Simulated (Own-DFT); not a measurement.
GaP (zincblende, atoms displaced) (calculated)

A calculation, not a measurement: plane-wave PBE density functional theory by an unreviewed code, no spin, of a simulated periodic cell, stress positive in tension, free energy of the whole cell less one offset for each atom, forces on such cells passed a denser k mesh, this cell's mesh not checked; offsets are fitted by least squares, one for each functional and potential file, so energies compare only between cells with the same atoms and settings and are not formation energies; the far tail of each file's local potential was reset to the Coulomb form; each entry is a single point on an unrelaxed cell, so the pressure reflects the starting lattice, mostly measured values (interpolated for alloys), from which strain is counted, and rises with the displacements; printed positions are rounded, which can move forces by about a meV/angstrom; the program, named Own-DFT, is a retired in-house code; no spin-orbit coupling. Program: Own-DFT development build.

Settings shared by all entries: functional PBE; potential files PseudoDojo norm-conserving, scalar-relativistic, standard set; wave cutoff 42 hartree; occupations Fermi-Dirac; smearing width 0.1 eV; hardware one NVIDIA H100; k mesh 3 x 3 x 3 centred on Gamma.

(1) GaP (zincblende, atoms displaced)

```cif
# cell vector a (Å): 10.9010 0.0000 0.0000
# cell vector b (Å): 0.0000 10.9010 0.0000
# cell vector c (Å): 0.0000 0.0000 10.9010
data_GaP
_symmetry_space_group_name_H-M 'P 1'
_symmetry_Int_Tables_number 1
_cell_length_a 10.9010
_cell_length_b 10.9010
_cell_length_c 10.9010
_cell_angle_alpha 90.000
_cell_angle_beta 90.000
_cell_angle_gamma 90.000
_cell_volume 1295.39
loop_
_atom_site_label
_atom_site_type_symbol
_atom_site_fract_x
_atom_site_fract_y
_atom_site_fract_z
_atom_site_occupancy
Ga1 Ga 0.98912 0.00587 0.03989 1
Ga2 Ga 0.98880 0.25675 0.22514 1
Ga3 Ga 0.25174 0.02883 0.26415 1
Ga4 Ga 0.27008 0.26009 0.98415 1
P1 P 0.11776 0.14965 0.11351 1
P2 P 0.12509 0.37584 0.37306 1
P3 P 0.38653 0.14646 0.38274 1
P4 P 0.37455 0.38130 0.12907 1
Ga5 Ga 0.99749 0.97250 0.50439 1
Ga6 Ga 0.99429 0.25565 0.75864 1
Ga7 Ga 0.26622 0.00290 0.77052 1
Ga8 Ga 0.25620 0.24815 0.49950 1
P5 P 0.10032 0.11382 0.61224 1
P6 P 0.12295 0.37147 0.88966 1
P7 P 0.37459 0.11440 0.86940 1
P8 P 0.36306 0.35774 0.62986 1
Ga9 Ga 0.99881 0.52659 0.01596 1
Ga10 Ga 0.00240 0.73487 0.22927 1
Ga11 Ga 0.24801 0.48941 0.25668 1
Ga12 Ga 0.25246 0.74272 0.97940 1
P9 P 0.13746 0.63207 0.11766 1
P10 P 0.13850 0.87415 0.38287 1
P11 P 0.38787 0.62800 0.39250 1
P12 P 0.38533 0.87682 0.11481 1
Ga13 Ga 0.99637 0.49732 0.51311 1
Ga14 Ga 0.99602 0.75982 0.73418 1
Ga15 Ga 0.24798 0.52397 0.76736 1
Ga16 Ga 0.26424 0.75281 0.48952 1
P13 P 0.11015 0.61823 0.63961 1
P14 P 0.13639 0.86684 0.86788 1
P15 P 0.39092 0.60468 0.89007 1
P16 P 0.39066 0.89183 0.63080 1
Ga17 Ga 0.48287 0.01820 0.00669 1
Ga18 Ga 0.50805 0.26690 0.22612 1
Ga19 Ga 0.76987 0.99557 0.26988 1
Ga20 Ga 0.79484 0.25418 0.02207 1
P17 P 0.61320 0.14503 0.11511 1
P18 P 0.65288 0.37569 0.38518 1
P19 P 0.86963 0.11189 0.37339 1
P20 P 0.89793 0.38425 0.16196 1
Ga21 Ga 0.49655 0.99551 0.50893 1
Ga22 Ga 0.48762 0.24161 0.73511 1
Ga23 Ga 0.75514 0.00565 0.74890 1
Ga24 Ga 0.76587 0.24103 0.48385 1
P21 P 0.62149 0.10811 0.62451 1
P22 P 0.60067 0.37223 0.89219 1
P23 P 0.87221 0.11400 0.87494 1
P24 P 0.85119 0.37765 0.63690 1
Ga25 Ga 0.49550 0.49632 0.01273 1
Ga26 Ga 0.49071 0.79406 0.23860 1
Ga27 Ga 0.73394 0.48785 0.26464 1
Ga28 Ga 0.76479 0.75057 0.00638 1
P25 P 0.59438 0.61795 0.09155 1
P26 P 0.62500 0.88404 0.35285 1
P27 P 0.84050 0.61293 0.37470 1
P28 P 0.87671 0.88333 0.11937 1
Ga29 Ga 0.51552 0.50383 0.50882 1
Ga30 Ga 0.49069 0.78807 0.76074 1
Ga31 Ga 0.76533 0.50515 0.74211 1
Ga32 Ga 0.74445 0.75913 0.50776 1
P29 P 0.62916 0.61641 0.62513 1
P30 P 0.63267 0.86613 0.89935 1
P31 P 0.88359 0.65392 0.85454 1
P32 P 0.86206 0.86771 0.60372 1
```

* free energy of cell above offsets: -9.731 eV
* pressure: 8.67 GPa
* stress xx: -8.61 GPa
* stress yy: -9.92 GPa
* stress zz: -7.49 GPa
* stress yz: -0.48 GPa
* stress xz: -2.13 GPa
* stress xy: -0.7 GPa
* wall time: 539.6 s

Force:
| element | x (eV/Å) | y (eV/Å) | z (eV/Å) |
| --- | --- | --- | --- |
| Ga | 3.114 | 2.51 | -4.396 |
| Ga | 5.913 | -7.62 | 6.44 |
| Ga | -0.231 | -0.726 | -0.78 |
| Ga | -0.609 | -0.379 | 0.647 |
| P | 2.184 | -1.459 | 0.391 |
| P | -1.149 | -0.928 | 1.08 |
| P | 1.061 | -1.179 | -1.142 |
| P | -1.544 | -0.195 | -0.1 |
| Ga | 0.736 | 1.329 | -1.504 |
| Ga | 0.067 | -0.598 | -0.628 |
| Ga | -4.277 | -2.499 | -3.725 |
| Ga | -2.561 | -0.331 | -0.074 |
| P | 2.018 | 1.458 | 1.726 |
| P | -0.515 | 1.617 | -0.831 |
| P | 1.948 | 4.006 | 1.598 |
| P | 0.138 | 3.344 | 0.149 |
| Ga | -0.56 | -1.549 | -1.862 |
| Ga | -1.08 | 0.977 | 2.368 |
| Ga | 0.472 | 1.827 | 0.175 |
| Ga | 1.289 | -0.099 | 0.798 |
| P | 1.406 | -0.446 | 1.017 |
| P | -0.957 | 0.111 | -1.94 |
| P | 0.37 | -0.547 | -2.577 |
| P | -5.372 | 2.275 | -2.429 |
| Ga | -0.871 | -0.538 | -1.119 |
| Ga | 1.461 | 1.698 | -0.489 |
| Ga | -0.471 | -2.262 | -0.456 |
| Ga | -0.678 | -0.079 | 2.423 |
| P | 1.703 | 0.836 | -1.558 |
| P | -1.595 | 1.259 | 0.01 |
| P | -1.643 | 3.497 | -2.742 |
| P | -4.071 | -1.395 | -0.219 |
| Ga | 2.66 | -0.877 | 0.131 |
| Ga | 0.268 | 0.111 | 3.372 |
| Ga | -2.977 | -1.374 | -3.806 |
| Ga | -2.668 | 0.122 | -1.011 |
| P | 2.904 | -1.755 | -0.373 |
| P | -5.147 | -2.71 | 1.732 |
| P | 4.68 | 2.249 | 1.174 |
| P | -6.884 | 8.76 | -5.602 |
| Ga | 1.606 | 1.528 | -3.437 |
| Ga | 1.918 | -0.196 | 1.491 |
| Ga | -1.307 | -1.786 | 0.182 |
| Ga | -1.185 | -0.118 | 2.729 |
| P | 1.152 | 2.074 | -0.197 |
| P | 2.742 | -1.281 | -1.994 |
| P | 1.681 | 1.053 | 1.332 |
| P | 3.637 | -3.699 | -2.626 |
| Ga | -2.486 | -5.485 | -2.424 |
| Ga | 2.182 | -5.057 | 2.46 |
| Ga | 0.752 | 2.691 | -5.045 |
| Ga | -1.215 | -1.61 | -0.531 |
| P | 6.604 | 6.247 | 6.197 |
| P | 0.13 | -0.306 | 3.21 |
| P | 3.545 | 2.451 | 0.834 |
| P | -2.126 | -3.256 | 3.399 |
| Ga | -1.23 | -1.993 | -0.591 |
| Ga | 2.367 | -3.52 | 1.802 |
| Ga | -3.237 | 2.538 | 3.478 |
| Ga | -3.373 | -3.206 | -3.215 |
| P | 0.131 | 2.74 | 1.737 |
| P | -0.905 | 2.479 | -1.589 |
| P | -1.45 | -2.829 | 2.932 |
| P | 1.537 | 2.096 | 4 |

(2) GaP (zincblende, atoms displaced)

```cif
# cell vector a (Å): 10.9010 0.0000 0.0000
# cell vector b (Å): 0.0000 10.9010 0.0000
# cell vector c (Å): 0.0000 0.0000 10.9010
data_GaP
_symmetry_space_group_name_H-M 'P 1'
_symmetry_Int_Tables_number 1
_cell_length_a 10.9010
_cell_length_b 10.9010
_cell_length_c 10.9010
_cell_angle_alpha 90.000
_cell_angle_beta 90.000
_cell_angle_gamma 90.000
_cell_volume 1295.39
loop_
_atom_site_label
_atom_site_type_symbol
_atom_site_fract_x
_atom_site_fract_y
_atom_site_fract_z
_atom_site_occupancy
Ga1 Ga 0.97468 0.99842 0.99833 1
Ga2 Ga 0.00006 0.21243 0.26888 1
Ga3 Ga 0.25386 0.98074 0.27217 1
Ga4 Ga 0.27211 0.28223 0.00560 1
P1 P 0.14968 0.13153 0.11679 1
P2 P 0.11659 0.38729 0.36632 1
P3 P 0.37390 0.14029 0.36526 1
P4 P 0.38105 0.38471 0.14290 1
Ga5 Ga 0.00559 0.00563 0.53836 1
Ga6 Ga 0.99872 0.26352 0.76632 1
Ga7 Ga 0.26261 0.01180 0.75701 1
Ga8 Ga 0.24667 0.24852 0.50778 1
P5 P 0.11242 0.10111 0.63786 1
P6 P 0.11015 0.35840 0.86508 1
P7 P 0.37675 0.13537 0.89739 1
P8 P 0.37170 0.37446 0.63608 1
Ga9 Ga 0.01332 0.51573 0.98394 1
Ga10 Ga 0.01488 0.75397 0.26011 1
Ga11 Ga 0.24528 0.49918 0.25985 1
Ga12 Ga 0.24553 0.71671 0.00064 1
P9 P 0.13093 0.62649 0.12248 1
P10 P 0.12335 0.87327 0.37586 1
P11 P 0.35733 0.61214 0.37315 1
P12 P 0.38405 0.89562 0.12249 1
Ga13 Ga 0.01203 0.49481 0.50208 1
Ga14 Ga 0.01104 0.74969 0.74721 1
Ga15 Ga 0.27157 0.51022 0.76147 1
Ga16 Ga 0.22918 0.75287 0.49842 1
P13 P 0.13260 0.61471 0.60728 1
P14 P 0.15018 0.85633 0.86518 1
P15 P 0.35899 0.62309 0.87479 1
P16 P 0.34450 0.86787 0.62646 1
Ga17 Ga 0.48873 0.00054 0.00241 1
Ga18 Ga 0.50197 0.22819 0.25773 1
Ga19 Ga 0.75226 0.01504 0.22763 1
Ga20 Ga 0.76062 0.24033 0.99839 1
P17 P 0.60231 0.14767 0.13291 1
P18 P 0.59936 0.35943 0.35843 1
P19 P 0.88144 0.14958 0.38105 1
P20 P 0.87961 0.37775 0.12030 1
Ga21 Ga 0.51599 0.98003 0.52217 1
Ga22 Ga 0.53812 0.27644 0.72435 1
Ga23 Ga 0.72214 0.01130 0.76671 1
Ga24 Ga 0.75100 0.27270 0.47687 1
P21 P 0.63522 0.12669 0.62103 1
P22 P 0.64108 0.37091 0.89982 1
P23 P 0.87013 0.12722 0.85322 1
P24 P 0.86926 0.34591 0.63280 1
Ga25 Ga 0.49951 0.52192 0.01537 1
Ga26 Ga 0.49548 0.74904 0.24128 1
Ga27 Ga 0.74154 0.48105 0.23445 1
Ga28 Ga 0.75173 0.74057 0.01341 1
P25 P 0.63319 0.62153 0.15153 1
P26 P 0.62317 0.86620 0.38889 1
P27 P 0.87564 0.60610 0.36748 1
P28 P 0.85563 0.86014 0.12794 1
Ga29 Ga 0.51052 0.48873 0.49173 1
Ga30 Ga 0.50544 0.75862 0.74323 1
Ga31 Ga 0.73388 0.50744 0.75466 1
Ga32 Ga 0.78254 0.76415 0.50709 1
P29 P 0.62829 0.60881 0.59820 1
P30 P 0.60135 0.90416 0.86209 1
P31 P 0.88972 0.62737 0.88625 1
P32 P 0.86103 0.87776 0.62049 1
```

* free energy of cell above offsets: -10.350 eV
* pressure: 8.05 GPa
* stress xx: -8.14 GPa
* stress yy: -7.6 GPa
* stress zz: -8.4 GPa
* stress yz: -2.68 GPa
* stress xz: -0.39 GPa
* stress xy: -2.95 GPa
* wall time: 556.7 s

Force:
| element | x (eV/Å) | y (eV/Å) | z (eV/Å) |
| --- | --- | --- | --- |
| Ga | 1.975 | -0.196 | -0.151 |
| Ga | 6.377 | 4.49 | -6.441 |
| Ga | 1.292 | 2.681 | -2.154 |
| Ga | -1.625 | -1.218 | -0.547 |
| P | -2.013 | -1.217 | 1.134 |
| P | -0.073 | -3.312 | 0.669 |
| P | -2.507 | -3.286 | 3.485 |
| P | 0.702 | 0.689 | -0.193 |
| Ga | -5.224 | -4.182 | -6.187 |
| Ga | -3.337 | -4.638 | -4.635 |
| Ga | -0.128 | -0.214 | 1.166 |
| Ga | -0.601 | 0.23 | -0.655 |
| P | 5.566 | 6.464 | 4.363 |
| P | 6.158 | 5.479 | 4.627 |
| P | 0.156 | 0.764 | -2.527 |
| P | 0.827 | -0.018 | -0.892 |
| Ga | 0.604 | -2.834 | 1.931 |
| Ga | -2.239 | -1.865 | -1.5 |
| Ga | -0.535 | -0.582 | -1.913 |
| Ga | 0.737 | 4.528 | -0.17 |
| P | -1.819 | -1.479 | 2.513 |
| P | -1.451 | 1.479 | 1.646 |
| P | 2.562 | 2.646 | 1.504 |
| P | -2.233 | -4.145 | 2.067 |
| Ga | -2.51 | -0.87 | 0.018 |
| Ga | -0.279 | -0.208 | -0.535 |
| Ga | -4.001 | -3.752 | -3.915 |
| Ga | 1.749 | -1.036 | -0.743 |
| P | -0.311 | 0.239 | 3.241 |
| P | -1.468 | 1.236 | 1.014 |
| P | 5.935 | 2.185 | 1.909 |
| P | 2.816 | 0.66 | 0.139 |
| Ga | 1.399 | 2.417 | -0.274 |
| Ga | -3.366 | 2.752 | 0.697 |
| Ga | -0.935 | 0.106 | 2.006 |
| Ga | 0.491 | 0.061 | 1.273 |
| P | 5.089 | -4.334 | -5.586 |
| P | 2.965 | 2.595 | 1.439 |
| P | -4.805 | -5.573 | 4.151 |
| P | 1.104 | -1.043 | -0.234 |
| Ga | -1.867 | 0.721 | -0.405 |
| Ga | -1.106 | -0.187 | 2.137 |
| Ga | 3.196 | 1.268 | -2.614 |
| Ga | -0.781 | -0.679 | 1.012 |
| P | -0.076 | 0.46 | -1.577 |
| P | -2.106 | 1.971 | -1.899 |
| P | -0.06 | -1.155 | 2.168 |
| P | -0.238 | 3.371 | -0.721 |
| Ga | 0.088 | -1.422 | -0.385 |
| Ga | -0.746 | 0.63 | 1.583 |
| Ga | 1.276 | -1.298 | 1.707 |
| Ga | -1.364 | -1.082 | -1.838 |
| P | -1.336 | 1.794 | -2.52 |
| P | 1.037 | -0.047 | -1.47 |
| P | 0.323 | 1.239 | 0.707 |
| P | 2.578 | 2.266 | 1.224 |
| Ga | -3.031 | -0.256 | -0.404 |
| Ga | -1.225 | -1.063 | -1.142 |
| Ga | 1.43 | -0.992 | 0.366 |
| Ga | -3.884 | -5.284 | -5.427 |
| P | 1.264 | 2.701 | 2.283 |
| P | -0.661 | -4.107 | 2.513 |
| P | -2.879 | 1.803 | -2.719 |
| P | 3.12 | 3.646 | 5.682 |
